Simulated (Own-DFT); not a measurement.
Simulation results for GaN (wurtzite, strained, atoms displaced)

A calculation, not a measurement: plane-wave PBE density functional theory by an unreviewed code, no spin, of a simulated periodic cell, stress positive in tension, free energy of the whole cell less one offset for each atom, forces on such cells passed a denser k mesh, this cell's mesh not checked; offsets are fitted by least squares, one for each functional and potential file, so energies compare only between cells with the same atoms and settings and are not formation energies; the far tail of each file's local potential was reset to the Coulomb form; each entry is a single point on an unrelaxed cell, so the pressure reflects the starting lattice, mostly measured values (interpolated for alloys), from which strain is counted, and rises with the displacements; printed positions are rounded, which can move forces by about a meV/angstrom; the program, named Own-DFT, is a retired in-house code; no spin-orbit coupling. Program: Own-DFT development build.

```xyz
96
Lattice="12.5875 0.1341 -0.0869 -4.6332 8.2123 0.0163 -0.0706 -0.0204 10.2759" Properties=species:S:1:pos:R:3 formula=GaN functional=PBE potential_files=PseudoDojo_norm-conserving,scalar-relativistic,standard_set wave_cutoff=42 occupations=Fermi-Dirac smearing_width=0.1 hardware=one_NVIDIA_H200 k_mesh=3_x_4_x_3_centred_on_Gamma
Ga    -0.0958     1.8368    10.1755
Ga     1.5138     0.9380     2.5463
N      0.0103     1.8596     1.8952
N      1.4926     0.8728     4.4891
Ga     0.0632     1.8156     5.0561
Ga     1.4807     0.9862     7.7370
N     -0.0577     1.7695     7.0661
N      1.5544     0.9518     9.7064
Ga    -1.6205     4.5364    10.2702
Ga     0.0666     3.6627     2.5426
N     -1.5508     4.5720     1.9262
N      0.0796     3.7399     4.5300
Ga    -1.6345     4.5129     5.1547
Ga     0.0158     3.7085     7.6904
N     -1.6251     4.5569     7.0708
N      0.0457     3.6434     9.6785
Ga    -3.1002     7.3135     0.0561
Ga    -1.4710     6.3742     2.5790
N     -2.9982     7.3643     1.9581
N     -1.4807     6.3943     4.4396
Ga    -3.0926     7.2378     5.0716
Ga    -1.5482     6.3848     7.7404
N     -3.0940     7.2797     7.1043
N     -1.5396     6.3881     9.5824
Ga     3.0778     1.8918    10.2368
Ga     4.6652     0.9679     2.5560
N      3.1514     1.9308     1.8173
N      4.6541     0.9511     4.5049
Ga     3.1469     1.8184     5.0512
Ga     4.7260     0.9846     7.6967
N      3.1008     1.8073     7.0477
N      4.7281     0.9142     9.5568
Ga     1.5392     4.5792    10.2188
Ga     3.2193     3.7328     2.4747
N      1.5880     4.6140     1.9089
N      3.2507     3.7281     4.4331
Ga     1.6528     4.5505     5.1684
Ga     3.1676     3.6471     7.6518
N      1.6245     4.5839     7.0335
N      3.1970     3.7120     9.6563
Ga     0.0660     7.3717    10.2372
Ga     1.6696     6.4326     2.6038
N      0.1491     7.3377     1.8159
N      1.6650     6.3546     4.4080
Ga     0.0976     7.2979     5.1367
Ga     1.6097     6.4741     7.7135
N      0.0516     7.3463     7.0440
N      1.6199     6.4067     9.5287
Ga     6.3522     2.0246    -0.0134
Ga     7.8810     0.9430     2.4846
N      6.3098     1.8787     1.9076
N      7.8890     1.0393     4.3970
Ga     6.2274     1.8792     5.1039
Ga     7.8486     1.0782     7.6173
N      6.2627     1.8758     6.9753
N      7.8023     1.0500     9.5321
Ga     4.6851     4.6042    10.2021
Ga     6.2232     3.7055     2.5716
N      4.7303     4.6396     1.9345
N      6.3303     3.6677     4.4663
Ga     4.6992     4.6040     5.0485
Ga     6.2669     3.7148     7.6733
N      4.6893     4.6765     7.0551
N      6.2635     3.7538     9.5932
Ga     3.2491     7.4037    10.1602
Ga     4.6879     6.4266     2.4624
N      3.1723     7.3235     2.0572
N      4.7706     6.4308     4.4136
Ga     3.2344     7.4049     5.0388
Ga     4.7652     6.5122     7.6104
N      3.1443     7.2914     7.0601
N      4.7146     6.5249     9.5715
Ga     9.4556     1.9361    10.1345
Ga    11.0795     1.0935     2.4734
N      9.3323     1.9719     1.9051
N     10.9743     1.0211     4.3985
Ga     9.4143     1.9265     5.0562
Ga    10.9461     1.0095     7.6201
N      9.3711     1.9747     6.9839
N     10.9775     1.0785     9.5328
Ga     7.8378     4.6072    10.1600
Ga     9.4470     3.8172     2.4905
N      7.8809     4.7013     1.6962
N      9.5115     3.8152     4.4807
Ga     7.8903     4.6791     5.1130
Ga     9.4075     3.7272     7.6375
N      7.8389     4.6317     6.9857
N      9.3113     3.6760     9.5366
Ga     6.4181     7.4124    -0.0521
Ga     7.9281     6.4696     2.5591
N      6.4630     7.3775     1.8648
N      7.8700     6.4525     4.5016
Ga     6.3765     7.3787     5.1188
Ga     7.8613     6.5017     7.6314
N      6.2925     7.3817     7.0685
N      7.8805     6.5060     9.5262
```

Units: wave_cutoff in hartree; smearing_width in eV.

## Withheld values
1. Estimate the stress zz of GaN (wurtzite, strained, atoms displaced).
2. Give the table of force values for GaN (wurtzite, strained, atoms displaced).

Calculated values
1. -13.6 GPa
2. 
Force:
```csv
element,x (eV/Å),y (eV/Å),z (eV/Å)
Ga,1.51,-0.014,1.334
Ga,1.418,0.337,-0.396
N,-0.362,0.257,-0.396
N,2.09,-0.299,-0.85
Ga,-2.384,1.273,1.426
Ga,1.289,-1.726,-0.057
N,-0.608,1.374,-0.46
N,-1.013,-0.687,-1.019
Ga,0.029,0.476,-0.382
Ga,-0.237,0.564,0.548
N,0.04,-0.386,-0.099
N,-1,-1.474,-0.588
Ga,3.274,1.788,0.381
Ga,-0.244,-0.66,-0.325
N,0.517,-0.174,0.53
N,-1.702,0.192,-1.337
Ga,0.946,-0.004,-0.889
Ga,0.769,0.686,-1.337
N,-1.08,-1.065,0.416
N,-0.298,-0.406,1.325
Ga,0.423,0.36,1.531
Ga,0.29,0.367,-1.362
N,-0.938,0.624,-0.874
N,-0.308,-0.211,2.061
Ga,1.327,-0.55,-0.714
Ga,0.604,-0.507,-0.982
N,-0.325,-0.76,2.125
N,1.306,-1.024,-1.021
Ga,-1.469,0.989,1.129
Ga,-0.512,-0.841,-0.837
N,0.012,0.625,-0.411
N,-0.259,1.722,1.143
Ga,1.209,1.132,0.815
Ga,-1.679,-0.573,0.571
N,0.52,0.067,-0.44
N,-2.006,-2.037,-0.342
Ga,0.15,0.766,-1.04
Ga,0.125,0.309,0.508
N,-0.721,0.173,1.101
N,-1.595,-0.682,-1.298
Ga,-0.149,-0.979,-0.708
Ga,-1.585,-0.787,-1.908
N,-1.008,0.246,2.11
N,-0.192,0.912,2.748
Ga,-0.074,-0.27,-0.211
Ga,-0.329,-0.917,-1.563
N,-0.474,-0.148,0.147
N,0.245,0.134,2.465
Ga,-0.629,-1.964,-0.003
Ga,-0.417,0.573,0.285
N,-0.845,0.339,0.011
N,-1.104,-0.578,0.941
Ga,0.925,-0.25,-0.897
Ga,-0.538,-1.925,-0.007
N,-0.306,0.749,0.823
N,0.571,-0.377,0.754
Ga,0.791,1.706,0.732
Ga,2.008,-0.098,-0.761
N,0.636,0.135,-1.695
N,-0.029,0.961,0.165
Ga,1.915,1.152,1.359
Ga,-0.208,0.247,-0.895
N,0.542,-0.819,-0.574
N,-0.336,0.037,-0.561
Ga,-2.59,0.516,1.112
Ga,2.782,0.708,1.005
N,0.467,1.423,-3.151
N,0.738,0.345,0.546
Ga,-0.494,-0.478,0.728
Ga,-1.177,-1.068,0.73
N,0.824,2.34,-1.358
N,1.874,-1.324,0.184
Ga,-1.791,-0.669,1.916
Ga,-1.76,-0.987,-0.163
N,2.244,-0.163,-1.232
N,0.868,-0.116,0.576
Ga,0.408,0.496,-0.348
Ga,0.174,0.371,-0.623
N,0.84,-0.994,-0.295
N,-0.117,-1.593,-0.084
Ga,-0.19,1.622,-0.709
Ga,-0.454,-0.377,-0.064
N,-0.263,-0.21,3.755
N,-2.607,-1.553,-1.627
Ga,-0.411,-1.239,-0.462
Ga,0.255,1.084,-0.317
N,-0.225,0.433,1.071
N,2.107,1.286,-0.208
Ga,-0.361,0.113,-0.024
Ga,0.772,-0.243,-0.913
N,-1.965,1.113,0.12
N,0.996,0.237,-0.986
Ga,-1.568,0.7,-0.584
Ga,1.378,-0.352,-0.284
N,0.545,1.001,-1.112
N,0.187,-0.504,0.562
```

Further results for GaN (wurtzite, strained, atoms displaced):

```
free energy of cell above offsets : 25.436 eV
pressure                          : 12.66 GPa
stress xx                         : -14.59 GPa
stress yy                         : -9.78 GPa
stress yz                         : -0.42 GPa
stress xz                         : -1.53 GPa
stress xy                         : 2.36 GPa
wall time                         : 1065 s
```
